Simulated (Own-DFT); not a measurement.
# Computed records: GaP (zincblende, atoms displaced)

Computed with Own-DFT development build. A calculation, not a measurement: plane-wave PBE density functional theory by an unreviewed code, no spin, of a simulated periodic cell, stress positive in tension, free energy of the whole cell less one offset for each atom, forces on such cells passed a denser k mesh, this cell's mesh not checked; offsets are fitted by least squares, one for each functional and potential file, so energies compare only between cells with the same atoms and settings and are not formation energies; the far tail of each file's local potential was reset to the Coulomb form; each entry is a single point on an unrelaxed cell, so the pressure reflects the starting lattice, mostly measured values (interpolated for alloys), from which strain is counted, and rises with the displacements; printed positions are rounded, which can move forces by about a meV/angstrom; the program, named Own-DFT, is a retired in-house code; no spin-orbit coupling.

Settings shared by all entries: functional PBE; potential files PseudoDojo norm-conserving, scalar-relativistic, standard set; wave cutoff 42 hartree; occupations Fermi-Dirac; smearing width 0.1 eV; hardware one NVIDIA H200; k mesh 2 x 3 x 3 centred on Gamma.

(1) 
```xyz
96
Lattice="16.3515 0.0000 0.0000 0.0000 10.9010 0.0000 0.0000 0.0000 10.9010" Properties=species:S:1:pos:R:3:force_x:R:1:force_y:R:1:force_z:R:1 formula=GaP free_energy_of_cell_above_offsets=-15.971 pressure=8.53 stress_xx=-8.76 stress_yy=-8.26 stress_zz=-8.59 stress_yz=0.28 stress_xz=-0.64 stress_xy=4.56 wall_time=963.9
Ga    16.3202    10.6546     0.1534       1.87      5.042     -2.541
Ga     0.0209     2.8564     2.6321      1.573     -1.729      2.149
Ga     2.6788     0.0559     2.5276      0.075      0.038      4.164
Ga     2.5321     2.8341    10.8517      5.248     -5.316      4.632
P      1.4698     1.3592     1.3826      -2.69       1.84     -1.189
P      1.3648     4.1156     4.2782      0.675      0.206     -2.264
P      4.2445     1.2547     4.0559      -1.51      1.377     -0.686
P      4.2768     4.1797     1.4468     -4.085      3.102     -4.045
Ga    16.2355     0.0268     5.5928       0.77     -0.835     -0.709
Ga    16.2578     2.7372     8.3103      0.722     -0.647      1.012
Ga     2.8295    10.8695     8.3898     -0.155       0.93     -2.161
Ga     2.7754     2.7776     5.4207      0.444     -1.619      0.816
P      1.1362     1.4917     6.8154       2.46     -0.231      0.455
P      1.5977     4.1337     9.7947     -5.029      4.491      -5.43
P      4.1844     1.2814     9.7081     -1.105      1.963     -0.982
P      4.2750     4.0437     6.9308     -3.751      1.608     -2.623
Ga    16.1824     5.3561    10.7463      0.596      1.148      1.377
Ga    16.3257     8.2834     2.4381      3.318     -2.879      3.214
Ga     2.9852     5.4799     2.8451     -4.457     -3.221      -3.79
Ga     3.0978     8.2296    10.8485     -2.582      1.093      1.532
P      1.4306     6.8515     1.3196      0.216     -0.689     -0.635
P      1.4839     9.5160     4.1883     -2.943      2.329     -2.192
P      3.8818     6.7258     4.0775      4.199      4.517       4.85
P      4.0868     9.6448     1.6694      1.792     -1.806     -3.348
Ga     0.1276     5.6290     5.3874      0.122     -1.357      2.254
Ga    16.1914     8.1255     7.9515       1.09      0.975      6.064
Ga     2.6466     5.3048     8.0534      0.325      1.406      0.903
Ga     2.7019     8.3325     5.4502      1.238     -2.096      1.653
P      1.1440     6.9720     7.0258      5.611     -3.841     -3.654
P      1.2815     9.8562     9.6020      1.698     -3.817     -1.398
P      4.2075     6.8441     9.5672     -0.037     -0.761     -2.081
P      4.2888     9.5602     6.7283     -2.403      1.748     -0.633
Ga     5.4743    10.8459     0.0187      0.575     -1.584      0.501
Ga     5.2865     2.8052     2.4462      3.388     -4.694      4.009
Ga     8.1773    10.7457     2.8336      -3.45       3.73      2.342
Ga     8.1938     2.9998    10.7483     -0.674     -2.246      0.163
P      6.7231     1.3052     1.2676      1.833      1.295      0.941
P      6.4038     4.2307     4.1413      5.564     -5.055     -5.443
P      9.5846     1.6235     3.8615     -4.888     -6.132      5.001
P      9.3655     4.2068     1.3784      7.217     -3.944     -5.015
Ga     5.6734    10.8438     5.2522     -2.252      3.135      3.037
Ga     5.2609     2.8782     8.2966      2.477     -3.807      1.843
Ga     8.2781     0.2197     8.0796     -0.255     -2.034      0.865
Ga     8.1842     2.7539     5.4295     -0.602       0.83     -0.533
P      6.9659     1.2861     6.7058     -2.159      1.479      0.076
P      6.7437     4.2470     9.3586      0.957      -1.45      0.448
P      9.5447     1.1154     9.6704     -0.469      3.212     -0.663
P      9.5262     4.0012     6.8698      0.103      1.639     -0.274
Ga     5.5264     5.3984    10.7775      0.228      1.645      2.186
Ga     5.4820     8.3961     2.9475     -0.888     -3.128     -1.475
Ga     8.1523     5.1244     2.5130     -5.359      4.127      6.923
Ga     8.1086     8.3658    10.8574      2.841     -2.734      3.747
P      7.1542     6.7938     1.4953     -2.962      1.708     -1.369
P      6.7616     9.4194     4.3160      4.713     -1.969     -1.504
P      9.5251     6.7521     4.0186      1.411     -1.165     -5.388
P      9.4276     9.6658     1.6848      2.329     -1.915     -5.476
Ga     5.4824     5.2771     5.4956     -2.234        5.6       3.86
Ga     5.3642     8.4104     8.1474      2.209     -2.861      1.127
Ga     8.2452     5.5485     8.3179      0.365     -0.232      -2.14
Ga     8.4063     7.8841     5.2487     -2.268      3.792      3.081
P      7.1078     6.8239     6.6897     -2.479     -0.613      1.511
P      6.9354     9.3862     9.5543     -2.882      3.905     -2.827
P      9.5183     6.8803     9.6177      1.137      1.103     -0.086
P      9.4401     9.6452     6.7450       1.03     -1.152     -0.415
Ga    11.0284     0.0757    10.8732     -3.825     -4.664     -3.005
Ga    10.7093     2.7768     2.8079      4.325      3.729     -5.255
Ga    13.6298     0.1180     2.5590        1.7     -1.834      3.526
Ga    13.4287     2.7686    10.8894      1.644     -1.989      0.969
P     12.3414     0.9024     1.1283      2.285      6.641      3.027
P     12.0605     3.9494     4.2148      1.676      1.057     -1.709
P     14.9423     1.4117     4.1832      0.414     -0.524      -1.79
P     14.8906     4.0148     1.5613     -1.205      1.089     -2.908
Ga    10.8503     0.1144     5.4098      0.852      0.031       0.19
Ga    10.8664     2.7688     8.2259     -1.681     -2.041     -0.547
Ga    13.7529    10.7908     7.9545     -1.321      1.572      2.224
Ga    13.5383     2.6847     5.3684      0.235      0.321      1.995
P     12.3595     1.4565     7.0392     -0.526     -0.873     -2.049
P     12.1850     3.8850     9.4868      0.793      4.277      1.071
P     14.9318     1.2137     9.5809      0.282      0.808      0.627
P     15.0441     4.0776     6.9773      0.564     -0.075     -2.784
Ga    11.1415     5.7909    10.8467     -0.983     -2.147     -0.561
Ga    10.9657     8.4355     2.5748     -0.084     -1.757      1.407
Ga    13.7466     5.6221     2.7511     -1.196     -1.005      0.586
Ga    13.6697     8.0653    10.6873     -0.884      1.472      3.477
P     12.3289     6.9835     1.4205      1.016     -0.127     -0.113
P     12.3421     9.3228     4.1050      0.383      2.487      0.086
P     15.2034     6.7780     4.0658     -0.643      1.409     -1.638
P     15.1918     9.6575     1.4395     -6.097     -1.135      1.162
Ga    10.8883     5.5927     5.1130      1.404     -0.753      3.863
Ga    10.9308     8.2660     8.1585      0.104      0.076     -0.382
Ga    13.7509     5.4271     8.0472     -1.801      1.109      1.158
Ga    13.8015     7.9985     5.3445      0.471       1.49     -0.063
P     12.5014     6.9890     6.7644     -2.582     -2.183      0.684
P     12.5071     9.4891     9.5244     -2.492      1.243      -0.86
P     14.9588     7.0332     9.4377      1.634     -4.116     -0.459
P     15.0342     9.3924     6.9886     -2.312      2.962     -5.691
```

Units: free_energy_of_cell_above_offsets in eV; pressure, stress_xx, stress_yy, stress_zz, stress_yz, stress_xz, stress_xy in GPa; wall_time in s; force_x, force_y, force_z in eV/Å.

(2) 
```xyz
96
Lattice="16.3515 0.0000 0.0000 0.0000 10.9010 0.0000 0.0000 0.0000 10.9010" Properties=species:S:1:pos:R:3:force_x:R:1:force_y:R:1:force_z:R:1 formula=GaP free_energy_of_cell_above_offsets=-20.800 pressure=7.72 stress_xx=-8.01 stress_yy=-7.35 stress_zz=-7.79 stress_yz=2.24 stress_xz=-0.58 stress_xy=-0.79 wall_time=946.2
Ga    16.0860    10.8750     0.1329      2.967     -0.621     -1.473
Ga    16.2019     2.5933     2.7238      1.561      1.414     -1.385
Ga     2.4300     0.1157     2.9481      1.254      0.242     -1.599
Ga     2.8212     2.3318    10.7682     -0.537      2.644       0.56
P      1.2807     1.2189     1.1280       0.15      1.092      2.397
P      1.3425     4.1090     3.9415      0.208     -0.424     -0.795
P      4.1372     1.4079     3.9402     -0.127      0.083      1.638
P      4.0963     4.0998     1.2886     -0.223     -0.283     -1.131
Ga     0.0809     0.0243     5.5944     -1.721     -1.611     -0.549
Ga     0.0442     2.8898     8.0157      0.902     -0.512      2.097
Ga     2.7996    10.5745     8.1351     -1.708      3.236       2.02
Ga     2.5395     2.7706     5.3256      1.352     -1.118      1.177
P      1.2390     1.2870     6.9933       1.97      0.214     -0.773
P      1.4472     4.3090     9.3633     -3.436     -3.834      3.835
P      4.1652     1.3775     9.3158      1.097     -1.911     -0.482
P      4.0307     4.0185     7.0047      1.217     -0.576     -3.565
Ga    16.2352     5.5163    10.8996      0.597      0.459     -2.642
Ga    16.0828     8.1295     2.6958      4.812      4.559     -4.131
Ga     2.6987     5.5843     2.5196       3.81     -2.436      3.984
Ga     2.5693     8.2572    10.8897       3.27     -3.669      2.505
P      1.4280     6.5143     1.2838     -2.952      5.172     -2.496
P      1.1969     9.4938     4.0603      0.484     -0.828      0.711
P      4.2136     6.9435     4.1558     -0.519      -1.29     -1.338
P      4.2342     9.6691     1.0880     -6.085     -3.715      5.359
Ga     0.0123     5.2454     5.3488      0.491      2.222     -0.276
Ga     0.1189     8.0363     8.0279      1.615     -0.252      3.323
Ga     2.7643     5.3197     8.2061      2.201      4.073     -1.713
Ga     2.7188     8.0907     5.4820     -1.527     -0.802     -1.194
P      1.3627     6.7156     6.8472      1.148     -1.589     -1.765
P      1.5273     9.6078     9.8046     -4.035      2.108      -3.37
P      4.1766     6.9136     9.4368     -1.574     -1.121       0.86
P      3.8704     9.3568     6.8307       4.24      0.265      -0.89
Ga     5.4026    10.6319    10.7877          3      5.495     -3.293
Ga     5.5108     2.8989     2.6345     -0.081     -1.918     -0.925
Ga     8.4404    10.7217     2.9288     -2.301     -1.438      -2.14
Ga     8.3221     2.9359     0.0683     -3.623     -4.031     -1.965
P      6.7352     1.0832     1.2802      1.565       1.86      0.995
P      7.0964     4.0294     3.8616     -2.633     -1.504      1.803
P      9.7002     1.2710     3.9435      0.415      1.926       1.52
P      9.6738     4.0305     1.1081      2.366      2.845      4.386
Ga     5.6580    10.8841     5.5940     -1.602     -0.726     -1.246
Ga     5.6069     2.7906     8.0625      1.035     -0.509      0.965
Ga     8.1772    10.8598     8.1313      3.639     -2.388      1.917
Ga     8.2498     2.7272     5.2550      0.861     -1.577      0.757
P      7.1588     1.1769     6.8688     -3.379       4.37     -3.242
P      7.0269     4.2601     9.5807      0.059     -1.335     -1.875
P      9.4480     1.3526     9.5811      0.208     -0.464      0.385
P      9.5218     3.8995     6.8276      0.382      0.992     -2.138
Ga     5.5096     5.4349    10.6376     -1.398      0.755       1.78
Ga     5.3354     8.3526     2.5700     -0.357     -0.684      0.145
Ga     8.0696     5.4801     2.7063      2.945      2.904     -2.147
Ga     8.0363     8.0640    10.5693       0.49      -0.66      2.515
P      6.5895     6.8400     1.3627       1.37     -0.509     -1.001
P      6.7643     9.3487     4.0132      0.329       2.37      0.513
P      9.7677     7.0239     4.1533      -2.65     -1.985      0.181
P      9.6012     9.1449     1.5030     -5.034      5.817     -5.188
Ga     5.6189     5.2513     5.2993     -1.103      0.385      0.597
Ga     5.4569     8.4270     8.5037     -1.813     -2.204     -3.743
Ga     8.2995     5.4081     7.9180     -0.488      1.149      1.485
Ga     8.0199     8.1798     5.4153      1.719     -0.061     -0.923
P      6.9710     6.6829     6.5262     -1.629     -0.775        2.4
P      6.8377     9.6390     9.4653       2.47       0.81      0.519
P      9.7157     6.7913     9.6123     -2.007     -2.396      0.436
P      9.4844     9.3278     6.7239       0.08      2.435      0.223
Ga    10.9290     0.0480     0.1411     -2.647     -3.923     -2.682
Ga    11.0461     2.6548     2.6332     -0.386      1.657      0.516
Ga    13.7141     0.1487     2.5824     -3.028     -0.913       0.21
Ga    13.5158     2.4628     0.1424      4.494       4.28     -3.276
P     12.1151     1.4140     1.1098      0.188     -1.134      4.983
P     12.5170     4.0600     4.0821      -3.33      1.391     -1.206
P     14.9686     1.2298     3.9519      0.536       1.07      3.027
P     15.0893     4.3456     1.4247     -1.228     -3.885     -0.222
Ga    11.0967     0.2037     5.4308     -1.164     -2.272     -0.701
Ga    10.7145     2.8142     8.2911      1.956     -1.776      0.799
Ga    13.7623     0.2943     8.4486     -1.589     -4.144     -1.901
Ga    13.6894     2.8580     5.3791      0.607     -3.266      1.078
P     12.2556     1.0126     7.0422      0.144      3.858     -0.012
P     12.2583     4.0932     9.5709      1.455      -0.82     -1.281
P     15.1632     1.2580     9.5821      1.006      4.591      0.611
P     15.0692     4.0311     6.7036     -1.753       1.04      0.576
Ga    11.1607     5.4581     0.0275     -1.346     -0.109     -0.283
Ga    10.8227     8.0810     2.5656      4.545     -1.786      4.368
Ga    13.7535     5.4986     2.7694     -2.116     -0.184     -1.035
Ga    13.3170     8.2859     0.1285      2.697     -0.927      0.224
P     12.1836     6.8625     1.3804      2.028     -1.633       1.07
P     12.2232     9.6033     4.0546      0.897      0.005      -1.03
P     15.1032     6.8433     3.7508     -3.092     -3.472       7.08
P     14.8945     9.6578     1.3433     -1.184      -3.33      0.799
Ga    10.7967     5.5805     5.5946      1.048     -0.868     -0.432
Ga    10.5833     8.1964     8.3259      3.237       1.84     -1.757
Ga    13.6824     5.5058     8.1239     -0.588      0.303     -0.286
Ga    13.5922     8.2245     5.4444      1.556       0.86     -1.642
P     12.2609     7.0421     6.6786     -1.101      -2.27      2.605
P     12.4457     9.5441     9.5811     -2.983      1.977     -1.741
P     14.9567     6.9807     9.4550      -0.15     -0.755      1.492
P     15.0824     9.1788     7.0107     -2.446      4.452     -2.546
```

Units: free_energy_of_cell_above_offsets in eV; pressure, stress_xx, stress_yy, stress_zz, stress_yz, stress_xz, stress_xy in GPa; wall_time in s; force_x, force_y, force_z in eV/Å.
